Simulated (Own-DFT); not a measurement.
# Which defects push the lattice out? C40 NbSi2

Calculated, not measured: single-point runs of Own-DFT, a retired in-house plane-wave DFT program that no person has reviewed, on unrelaxed cells, without spin or spin-orbit coupling.

Settings: PBE; PseudoDojo norm-conserving scalar-relativistic files; cutoff 42 hartree; 4 x 4 x 5 k mesh centred on Gamma; cold (Marzari-Vanderbilt) smearing of 0.2 eV.

Keep in mind: forces on such cells failed a check on a denser k mesh; stress not checked against mesh or cutoff.

All runs share one cell, with vectors in Å (0.000, 8.324, 0.000); (-9.613, 0.000, 0.000); (0.000, 0.000, 6.586) and a volume of 527.0 Å³. Atoms were moved at random from their sites; u is the rms move along one axis. The defect's site can differ from row to row.

| cell | formula | u (Å) | P (GPa) |
|---|---|---|---|
| no defect | Nb12Si24 | 0.0193 | 1.46 |
| no defect | Nb12Si24 | 0.0471 | 2.37 |
| no defect | Nb12Si24 | 0.0486 | 2.65 |
| one Si vacancy | Nb12Si23 | 0.0276 | 0.97 |
| one Si vacancy | Nb12Si23 | 0.0309 | 0.88 |
| one Si vacancy | Nb12Si23 | 0.0485 | ? |
| one Si vacancy | Nb12Si23 | 0.0515 | 1.65 |
| two Nb on a Si site each | Nb14Si22 | 0.0311 | 7.48 |
| two Nb on a Si site each | Nb14Si22 | 0.0474 | 7.93 |
| two Nb on a Si site each | Nb14Si22 | 0.0507 | 8.22 |
| two Si on a Nb site each | Nb10Si26 | 0.0318 | 1.80 |
| two Si on a Nb site each | Nb10Si26 | 0.0413 | 1.95 |
| two Si on a Nb site each | Nb10Si26 | 0.0461 | 2.18 |

## Analysis

P = P0 + c u² + a shift for each defect gives P0 = 1.40 GPa, c = 454 ± 45 GPa/Å² and a scatter of 0.12 GPa. The shifts, and each times the cell's volume:

- two Nb on a Si site each: 5.60 ± 0.10 GPa, 18.4 eV (9.2 eV for each of its 2 sites)
- two Si on a Nb site each: -0.16 ± 0.09 GPa, -0.5 eV (-0.3 eV for each of its 2 sites) (not resolved)
- one Si vacancy: -0.90 ± 0.09 GPa, -3.0 eV

Positive is outwards. The product with the volume (160.2 GPa Å³ to the eV) is nearly free of the cell's size; divided by the bulk modulus at the cell's pressure it gives the volume that the defect adds. The atoms around the defects weren't relaxed, which would change these numbers.

## Check

Asked: what pressure belongs in the blank (one Si vacancy, u = 0.0485 Å)?

The fit gives 1.57 ± 0.14 GPa. Computed: 1.51 GPa.
